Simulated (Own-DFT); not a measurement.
# Computed records: AlGa3N4 (wurtzite random alloy, strained, atoms displaced)

Computed with Own-DFT development build. A calculation, not a measurement: plane-wave PBE density functional theory by an unreviewed code, no spin, of a simulated periodic cell, stress positive in tension, free energy of the whole cell less one offset for each atom, forces on such cells passed a denser k mesh, this cell's mesh not checked; offsets are fitted by least squares, one for each functional and potential file, so energies compare only between cells with the same atoms and settings and are not formation energies; the far tail of each file's local potential was reset to the Coulomb form; each entry is a single point on an unrelaxed cell, so the pressure reflects the starting lattice, mostly measured values, from which strain is counted, and rises with the displacements; printed positions are rounded, which can move forces by about a meV/angstrom; the program is a retired in-house code; no spin-orbit coupling.

Common to all runs: functional PBE; potential files PseudoDojo norm-conserving, scalar-relativistic, standard set with the stringent files for Ga; wave cutoff 96 hartree; occupations Gaussian; smearing width 0.01 eV; k mesh 4 x 4 x 3 centred on Gamma.

(1) AlGa3N4 (wurtzite random alloy, strained, atoms displaced)

```xyz
72
Lattice="9.6994 0.0000 0.0000 -4.8497 8.4000 0.0000 0.0000 0.0000 10.2685" Properties=species:S:1:pos:R:3 AlGa3N4
Al    -0.0501     1.8718     0.0765
Al     1.7180     0.9391     2.5910
N     -0.1187     1.8291     1.9644
N      1.6211     0.9102     4.5731
Al     0.0224     1.9044     5.0959
Ga     1.5073     0.8727     7.6981
N      0.0164     1.8747     7.1587
N      1.7468     0.8905     9.7335
Ga    -1.5714     4.6594     0.0219
Al    -0.0214     3.8103     2.6633
N     -1.6089     4.7154     1.9093
N      0.0536     3.7323     4.4089
Ga    -1.5988     4.6224     5.0679
Ga    -0.0376     3.7268     7.6635
N     -1.5590     4.6512     7.0257
N      0.0602     3.6978     9.6646
Ga    -3.2716     7.4745    10.2531
Al    -1.6040     6.6059     2.5434
N     -3.2701     7.4487     1.9660
N     -1.6132     6.5266     4.5468
Ga    -3.2442     7.5033     5.1791
Ga    -1.5541     6.5127     7.7573
N     -3.2543     7.4952     7.1718
N     -1.5865     6.5947     9.6293
Ga     3.2541     1.9420    10.1918
Ga     4.8075     0.9757     2.6473
N      3.2635     1.7677     1.8046
N      4.8081     0.9626     4.6062
Ga     3.2211     1.8624     5.1684
Ga     4.8454     0.9450     7.6952
N      3.2584     1.8896     7.0057
N      4.8854     1.0278     9.6304
Al     1.6160     4.7515    10.2078
Ga     3.2118     3.7166     2.5924
N      1.6360     4.6312     1.9816
N      3.1755     3.7539     4.5729
Ga     1.5980     4.7397     5.1935
Al     3.2142     3.6765     7.7090
N      1.5933     4.6751     6.9875
N      3.2424     3.7068     9.6369
Ga    -0.0568     7.4572     0.0037
Ga     1.6774     6.5912     2.5459
N      0.0806     7.5162     1.9719
N      1.6251     6.5406     4.4926
Ga     0.0626     7.4124     5.1358
Ga     1.5596     6.5795     7.6823
N     -0.0018     7.5336     7.1009
N      1.5900     6.6169     9.7033
Ga     6.4373     1.8490     0.0287
Ga     8.1097     0.9555     2.6022
N      6.5265     1.9229     1.9434
N      8.1260     0.9594     4.5171
Ga     6.4987     1.8487     5.0807
Ga     8.1301     0.9889     7.7632
N      6.4201     1.9318     7.0888
N      8.0891     0.9293     9.6389
Ga     4.8701     4.6174    10.2365
Ga     6.4148     3.7319     2.5457
N      4.8563     4.7002     1.8228
N      6.5113     3.7467     4.5215
Ga     4.8883     4.5822     5.0897
Ga     6.5021     3.6851     7.7735
N      4.8651     4.6639     7.1119
N      6.4567     3.7795     9.6131
Al     3.2484     7.5398     0.0038
Al     4.8799     6.5146     2.6306
N      3.2403     7.4548     1.9227
N      4.9116     6.4878     4.5966
Ga     3.2857     7.4580     5.1231
Ga     4.8525     6.4489     7.6534
N      3.2213     7.5049     7.0341
N      4.8925     6.5582     9.5883
```

The calculation gives: free energy of cell above offsets -9.896 eV; pressure -0.53 GPa; stress xx 3.33 GPa; stress yy 3.22 GPa; stress zz -4.98 GPa; stress yz -0.2 GPa; stress xz -0.09 GPa; stress xy -0.24 GPa.

Force:
```tsv
element	x (eV/Å)	y (eV/Å)	z (eV/Å)
Al	1.102	-0.134	-0.502
Al	-1.599	-0.46	-0.702
N	3.251	1.697	-0.1
N	-0.695	1.163	-1.467
Al	0.08	-0.321	0.419
Ga	2.021	0.97	1.289
N	-0.46	0.389	-2.332
N	-2.63	1.156	-1.031
Ga	-0.217	0.193	-0.702
Al	0.214	-0.562	-3.816
N	0.522	0.398	1.788
N	-0.379	-0.746	2.932
Ga	0.337	0.981	0.51
Ga	0.983	0.19	0.801
N	-0.876	0.333	0.479
N	0.06	0.254	0.093
Ga	0.558	-0.251	0.332
Al	-0.005	-0.626	0.353
N	0.707	0.388	1.006
N	0.197	0.235	-1.185
Ga	0.816	-0.983	0.51
Ga	-0.825	0.312	-1.469
N	0.559	-1.37	-1.162
N	-0.68	-1.272	0.947
Ga	0.194	-1.44	0.07
Ga	1.044	-0.28	-0.823
N	-0.773	1.009	2.834
N	0.913	-0.544	-1.066
Ga	-0.238	0.423	-0.593
Ga	-0.021	0.787	-0.06
N	-0.902	0.23	2.56
N	-0.575	-1.251	0.005
Al	0.231	-0.97	1.115
Ga	0.252	-0.034	-0.586
N	-1.051	0.438	-1.185
N	0.841	-0.352	-0.917
Ga	0.234	-0.514	-2.496
Al	0.41	0.716	-0.767
N	0.596	-0.27	3.52
N	-1.121	2.103	-1.107
Ga	0.934	1.613	0.453
Ga	-0.524	-1.127	-0.13
N	-1.678	-0.368	0.202
N	0.684	0.312	0.112
Ga	-1.204	0.825	0.116
Ga	1.121	-0.091	0.346
N	-0.148	-0.914	-0.39
N	1.135	-0.986	-0.483
Ga	0.699	0.607	-0.352
Ga	-1.069	-0.906	-0.366
N	-1.023	-0.811	0.69
N	0.509	-0.018	0.662
Ga	-0.34	0.26	1.193
Ga	-1.343	-0.722	-1.415
N	1.177	-1.195	-0.55
N	0.594	0.235	1.494
Ga	-0.438	1.295	-1.06
Ga	0.809	0.798	-0.317
N	-0.37	0.171	2.936
N	-0.531	-0.829	-0.886
Ga	-0.578	0.585	1.464
Ga	-0.339	1.15	-1.839
N	-0.735	-1.613	-0.472
N	1.154	-0.691	1.583
Al	0.223	-1.124	-0.299
Al	-0.247	0.172	-0.871
N	1.455	0.191	0.132
N	-0.614	0.084	-1.755
Ga	-0.344	0.117	0.065
Ga	-0.332	1.296	0.301
N	0.02	-0.176	0.987
N	-1.731	-0.122	0.959
```

(2) AlGa3N4 (wurtzite random alloy, strained, atoms displaced)

```xyz
72
Lattice="9.6994 0.0000 0.0000 -4.8497 8.4000 0.0000 0.0000 0.0000 10.2685" Properties=species:S:1:pos:R:3 AlGa3N4
Ga    -0.1013     1.8381    10.2187
Ga     1.6470     1.0162     2.5990
N      0.0317     1.8605     2.0825
N      1.7232     0.9134     4.4337
Al    -0.0294     1.8001     5.1722
Ga     1.5772     0.9874     7.7190
N     -0.0451     1.8649     7.1251
N      1.6709     1.0069     9.6768
Al    -1.6991     4.7307    10.2589
Al     0.0082     3.7292     2.5682
N     -1.5957     4.6588     2.0147
N     -0.0195     3.6361     4.4980
Al    -1.6303     4.5638     5.1577
Ga     0.0737     3.7447     7.6511
N     -1.5950     4.7123     7.0827
N     -0.0177     3.7859     9.6081
Ga    -3.3392     7.4343    10.2254
Al    -1.5505     6.6385     2.6666
N     -3.1748     7.5405     2.0051
N     -1.6293     6.5432     4.4506
Ga    -3.2746     7.5002     5.1106
Al    -1.5831     6.4609     7.6417
N     -3.2440     7.4124     7.1298
N     -1.6256     6.5585     9.6743
Ga     3.2335     1.8069     0.0258
Al     4.8737     0.8543     2.5751
N      3.1866     1.8433     1.8904
N      4.7946     0.9250     4.4413
Ga     3.2022     1.8439     5.1301
Al     4.8483     1.0127     7.6761
N      3.1565     1.8848     7.1150
N      4.7787     1.0207     9.6239
Ga     1.6219     4.7006     0.0583
Ga     3.2184     3.7722     2.5746
N      1.6611     4.6335     1.9761
N      3.2497     3.7682     4.5220
Ga     1.6590     4.6753     5.1507
Ga     3.3161     3.7452     7.7299
N      1.6511     4.6467     7.0740
N      3.2613     3.6771     9.6495
Ga     0.0067     7.4943    10.2383
Ga     1.6737     6.5324     2.5629
N     -0.0753     7.4999     1.9638
N      1.5833     6.5104     4.4485
Ga     0.0550     7.4835     5.1409
Ga     1.6642     6.5785     7.7871
N     -0.0022     7.4748     7.0760
N      1.6394     6.5666     9.6946
Ga     6.4302     1.9431     0.0285
Ga     8.0914     1.0530     2.5405
N      6.4640     1.8800     1.9477
N      8.0431     0.8796     4.4865
Ga     6.4226     1.8735     5.0473
Al     8.0580     0.9755     7.7910
N      6.4106     1.7646     7.0678
N      8.0831     0.9395     9.6689
Ga     4.8722     4.6674     0.0090
Ga     6.4877     3.6341     2.5522
N      4.8365     4.7461     1.9191
N      6.4919     3.6989     4.4933
Ga     4.7825     4.7181     5.0768
Ga     6.4443     3.7739     7.7527
N      4.8484     4.7455     7.1272
N      6.4599     3.7081     9.6337
Ga     3.3339     7.4696    10.2155
Ga     4.8309     6.5575     2.5590
N      3.3048     7.4590     2.0217
N      4.8197     6.5406     4.5329
Ga     3.2782     7.3842     5.1238
Ga     4.7802     6.4791     7.6787
N      3.2047     7.4512     7.0860
N      4.8773     6.4912     9.6813
```

The calculation gives: free energy of cell above offsets -10.018 eV; pressure -0.52 GPa; stress xx 2.5 GPa; stress yy 2.81 GPa; stress zz -3.77 GPa; stress yz -0.04 GPa; stress xz 0.14 GPa; stress xy -0.59 GPa.

Force:
```tsv
element	x (eV/Å)	y (eV/Å)	z (eV/Å)
Ga	2.747	1.672	1.301
Ga	-0.172	-1.288	-1.549
N	-0.612	1.525	-1.936
N	-2.383	0.476	2.694
Al	0.129	0.338	-0.875
Ga	0.332	-1.256	0.407
N	-0.77	-0.537	-0.94
N	-2.456	-1.391	-0.529
Al	1.521	-0.273	0.749
Al	-0.183	0.057	0.169
N	0.315	0.472	-1.198
N	-0.099	0.313	0.707
Al	0.512	1.219	-0.924
Ga	-0.677	0.174	0.637
N	-0.344	-1.117	-0.751
N	-0.788	0.002	0.953
Ga	2.726	1.671	1.378
Al	-1.678	-1.307	-2.092
N	-0.345	-1.11	-0.506
N	0.217	-1.024	2.388
Ga	1.152	-0.681	0.486
Al	-0.36	1.968	0.851
N	0.322	0.414	-0.363
N	-0.241	-0.905	-1.221
Ga	-0.412	1.341	-0.166
Al	-0.973	1.286	-0.756
N	2.169	0.725	1.859
N	0.67	0.218	0.279
Ga	0.648	0.6	0.435
Al	-1.281	-1.342	0.345
N	1.776	-0.185	-0.709
N	2.08	-1.199	-0.788
Ga	0.079	-1.026	-0.97
Ga	1.076	-1.079	-0.547
N	-1.713	0.479	0.181
N	-0.301	-0.774	-0.122
Ga	-1.194	-0.268	-0.385
Ga	-1.246	-0.307	-0.053
N	0.53	0.834	0.381
N	-0.13	1.16	0.508
Ga	-0.701	0.328	0.376
Ga	-0.611	0.239	-0.787
N	1.653	-0.106	-0.272
N	0.728	-0.019	1.237
Ga	-0.975	-0.416	-0.149
Ga	-1.198	-0.711	-1.271
N	-0.303	0.389	0.963
N	0.318	0.087	0.355
Ga	-0.405	-1.444	-0.522
Ga	0.382	-1.91	0.655
N	-1.075	-1.5	-0.085
N	0.865	0.5	0.923
Ga	0.229	-0.881	0.998
Al	-0.306	-0.558	-1.828
N	1.074	1.303	0.428
N	-1.243	-0.391	-0.63
Ga	-0.958	-0.736	0.079
Ga	-0.134	2.806	0.257
N	0.478	-1.431	0.799
N	-0.439	0.866	0.728
Ga	1.591	-0.792	0.806
Ga	0.443	-0.583	-1.64
N	0.342	-2.179	-1.309
N	0.785	1.322	0.898
Ga	-1.244	-0.164	1.666
Ga	1.98	0.308	0.148
N	-1.482	1.292	-1.649
N	0.897	-0.241	-0.419
Ga	-1.88	1.394	0.046
Ga	1.027	2.138	0.498
N	0.546	1.32	0.573
N	-1.027	-0.106	-1.196
```

(3) AlGa3N4 (wurtzite random alloy, strained, atoms displaced)

```xyz
72
Lattice="9.6994 0.0000 0.0000 -4.8497 8.4000 0.0000 0.0000 0.0000 10.2685" Properties=species:S:1:pos:R:3 AlGa3N4
Ga    -0.0206     1.8193     0.0457
Ga     1.6731     0.8721     2.5326
N     -0.0222     1.8915     2.0106
N      1.5640     0.9708     4.5996
Ga     0.0181     1.9318     5.1155
Ga     1.6245     0.9345     7.7399
N      0.0354     1.8228     7.1136
N      1.6287     0.8617     9.6995
Ga    -1.6298     4.6846    10.2278
Ga    -0.0475     3.8208     2.4880
N     -1.6437     4.6847     1.8975
N     -0.0705     3.7652     4.5519
Ga    -1.6600     4.6635     5.1440
Ga     0.0080     3.7454     7.6872
N     -1.6394     4.7927     7.0877
N      0.0023     3.6846     9.6809
Ga    -3.2634     7.5088    10.2047
Ga    -1.6442     6.4684     2.6639
N     -3.1643     7.4538     1.9665
N     -1.5730     6.5249     4.4727
Al    -3.1908     7.4809     5.1848
Ga    -1.6804     6.5835     7.7314
N     -3.1615     7.4837     7.0033
N     -1.6034     6.5660     9.6275
Ga     3.1677     1.8427    10.2447
Ga     4.7963     1.0227     2.5436
N      3.3295     1.8593     1.9536
N      4.8802     0.8895     4.4864
Ga     3.2501     1.9120     5.1754
Ga     4.9018     1.0322     7.6736
N      3.2484     1.9094     7.1224
N      4.8566     0.9058     9.6510
Al     1.5982     4.6960     0.0527
Al     3.3235     3.7040     2.6298
N      1.6134     4.6629     1.9193
N      3.2496     3.6946     4.4258
Ga     1.6060     4.6287     5.1376
Ga     3.2896     3.6417     7.7338
N      1.5755     4.5630     6.9571
N      3.1796     3.7263     9.6237
Ga    -0.0468     7.5686    10.1457
Al     1.5305     6.5654     2.5223
N     -0.0199     7.5016     1.8807
N      1.6345     6.4794     4.5287
Al    -0.0171     7.5487     5.1523
Ga     1.7374     6.5991     7.6956
N     -0.0151     7.4415     7.0753
N      1.5930     6.5847     9.6986
Ga     6.4931     1.8508     0.0084
Ga     8.1365     0.9238     2.6429
N      6.4081     1.9446     1.8978
N      8.1658     0.8763     4.5091
Ga     6.4985     1.7991     5.1868
Ga     8.1390     0.9382     7.7623
N      6.4674     1.8466     7.0224
N      8.2052     0.9637     9.7309
Al     4.8413     4.6895    10.2474
Ga     6.4455     3.7335     2.5470
N      4.9198     4.7566     1.9182
N      6.5834     3.7494     4.5435
Al     4.8865     4.6344     5.0945
Ga     6.4036     3.7404     7.6649
N      4.8439     4.6606     7.0196
N      6.4808     3.6613     9.6230
Al     3.2840     7.4237     0.0041
Ga     4.8127     6.5593     2.5833
N      3.2331     7.5066     1.9470
N      4.7375     6.5529     4.4987
Ga     3.2690     7.4705     5.1190
Al     4.8136     6.5751     7.6912
N      3.2117     7.4549     7.0714
N      4.7571     6.5576     9.6078
```

The calculation gives: free energy of cell above offsets -9.352 eV; pressure -0.16 GPa; stress xx 3.18 GPa; stress yy 2.27 GPa; stress zz -4.98 GPa; stress yz 0.3 GPa; stress xz -0.19 GPa; stress xy -0.11 GPa.

Force:
```tsv
element	x (eV/Å)	y (eV/Å)	z (eV/Å)
Ga	1.546	1.613	0.809
Ga	-0.512	1.154	1.105
N	0.979	-0.148	-0.426
N	1.663	-1.3	-0.783
Ga	-0.422	-0.283	0.34
Ga	0.213	-0.019	-0.684
N	-0.511	0.565	-0.195
N	-0.47	1.671	-0.856
Ga	0.278	-0.178	-0.191
Ga	0.587	-1	1.106
N	-0.322	-0.066	0.251
N	0.716	-0.128	-1.062
Ga	1.691	1.217	0.783
Ga	-0.527	0.134	0.327
N	-0.232	-1.971	0.28
N	0.735	0.986	-0.058
Ga	0.515	-2.278	1.596
Ga	0.848	0.952	-2.711
N	-1.221	-0.196	-0.62
N	-0.707	1.246	2.765
Al	-0.525	0.13	-2.024
Ga	1.621	-0.286	-0.536
N	-2.354	0.091	1.412
N	-1.096	-0.273	0.318
Ga	1.365	0.519	0.556
Ga	2.436	-2.396	0.257
N	-2.865	2.021	-0.659
N	-0.32	0.749	0.778
Ga	-0.324	-0.859	-0.691
Ga	-0.814	-2.058	0.472
N	0.03	-1.56	-0.407
N	-0.048	2.583	-1.074
Al	-0.306	-0.154	-1.09
Al	-0.959	0.644	-2.41
N	1.095	0.486	0.583
N	1.09	0.628	1.51
Ga	-0.178	0.557	-1.751
Ga	-1.184	2.423	-0.689
N	1.425	0.845	2.924
N	0.554	0.83	1.476
Ga	0.484	-2.24	1.851
Al	0.743	-0.034	0.447
N	0.222	-0.323	0.748
N	-0.98	1.382	-0.937
Al	0.672	-2.094	-0.136
Ga	-3.089	-1.87	0.345
N	0.53	1.084	-0.332
N	1.339	-0.826	-0.346
Ga	-0.009	-0.281	-0.141
Ga	-0.952	0.339	-1.44
N	0.84	-0.971	1.186
N	-0.967	1.074	1.173
Ga	0.433	0.32	-2.306
Ga	-0.294	0.108	-0.262
N	1.078	0.53	1.823
N	-2.684	-2.349	-1.157
Al	0.1	-0.624	-0.025
Ga	0.774	0.343	0.208
N	-1.554	-1.263	-0.403
N	-3.297	-0.976	-0.643
Al	-0.358	0.521	-0.207
Ga	1.422	0.309	0.078
N	-0.406	1.06	0.077
N	-1.239	1.529	-0.02
Al	-1.701	1.26	0.818
Ga	0.445	0.573	-0.303
N	-0.76	-0.769	-0.739
N	3.298	-1.561	0.961
Ga	-1.691	-0.329	-0.005
Al	0.533	-0.637	-0.808
N	2.379	0.901	0.222
N	1.198	-1.079	-0.452
```
